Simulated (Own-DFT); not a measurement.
# Response to strain: diamond-structure GeSn with randomly placed atoms, 64 atoms (Ge52Sn12)

Calculated results; nothing here was measured. They come from Own-DFT, an in-house plane-wave density functional program, since retired, whose code no person has reviewed. Each row is one single-point run on a periodic cell that was not relaxed, without spin or spin-orbit coupling.

Settings of every run: PBE; PseudoDojo norm-conserving scalar-relativistic files; cutoff 49 hartree; 3 x 3 x 3 k mesh centred on Gamma; Fermi-Dirac smearing of 0.1 eV.

Known limits: forces on such cells moved up to 12 meV/angstrom on a denser k mesh; stress not checked against mesh or cutoff.

Unstrained cell vectors in Å: (11.628, 0.000, 0.000); (0.000, 11.628, 0.000); (0.000, 0.000, 11.628). The unstrained cell has measured lattice constants (interpolated for alloys), not those of this functional. That, the random moves and any unrelaxed bonds set the pressure at no strain. Each run strains this cell uniformly, with the atoms carried along. Every atom was also moved at random, by a Gaussian of width 0.05 Å on each axis. The random placing of the alloy's atoms differs from row to row. Strain is the symmetric tensor, in per cent. Stress is positive in tension, and the pressure is minus a third of its trace.

| run | e_xx (%) | e_yy (%) | e_zz (%) | s_xx (GPa) | s_yy (GPa) | s_zz (GPa) | P (GPa) | E (meV/atom) |
|---|---|---|---|---|---|---|---|---|
| 1 | -0.25 | -0.25 | 0.00 | -5.83 | -5.90 | -5.72 | 5.81 | 31.9 |
| 2 | 1.50 | 1.50 | 0.00 | -3.08 | -3.17 | -3.88 | 3.38 | 10.7 |
| 3 | 0.50 | 0.50 | 0.00 | -4.67 | -4.45 | -4.82 | 4.65 | 15.4 |
| 4 | -3.00 | -3.00 | 0.00 | -11.06 | -11.12 | -9.32 | 10.50 | 93.1 |
| 5 | -2.50 | -2.50 | 0.00 | -10.47 | -10.25 | -8.90 | 9.87 | 101.2 |
| 6 | -2.75 | -2.75 | 0.00 | -10.62 | -10.69 | -8.97 | 10.09 | 89.5 |
| 7 | 2.50 | 2.50 | 0.00 | -1.67 | -1.72 | -2.89 | 2.09 | 0.0 |
| 8 | -2.25 | -2.25 | 0.00 | -9.26 | -9.48 | -8.29 | 9.01 | 67.1 |
| 9 | -1.00 | -1.00 | 0.00 | ? | ? | ? | ? | ? |

E is the free energy for each atom above the lowest run shown.

## Worked fit

The change of volume is close to e_xx + e_yy + e_zz. A straight line through the runs shown gives P = 5.74 - 79 x (fractional change of volume) GPa, with an error of 2 on the slope and a scatter of 0.27 GPa. The strain isn't the same on all axes, but the crystal is cubic, so the slope still estimates the bulk modulus, averaged over pressures from 2.1 to 10.5 GPa.

## Withheld run

Question: what pressure should run 9 give? Its volume changes by -1.99 %.

The line gives 7.3 GPa. The calculation gave 6.72 GPa.
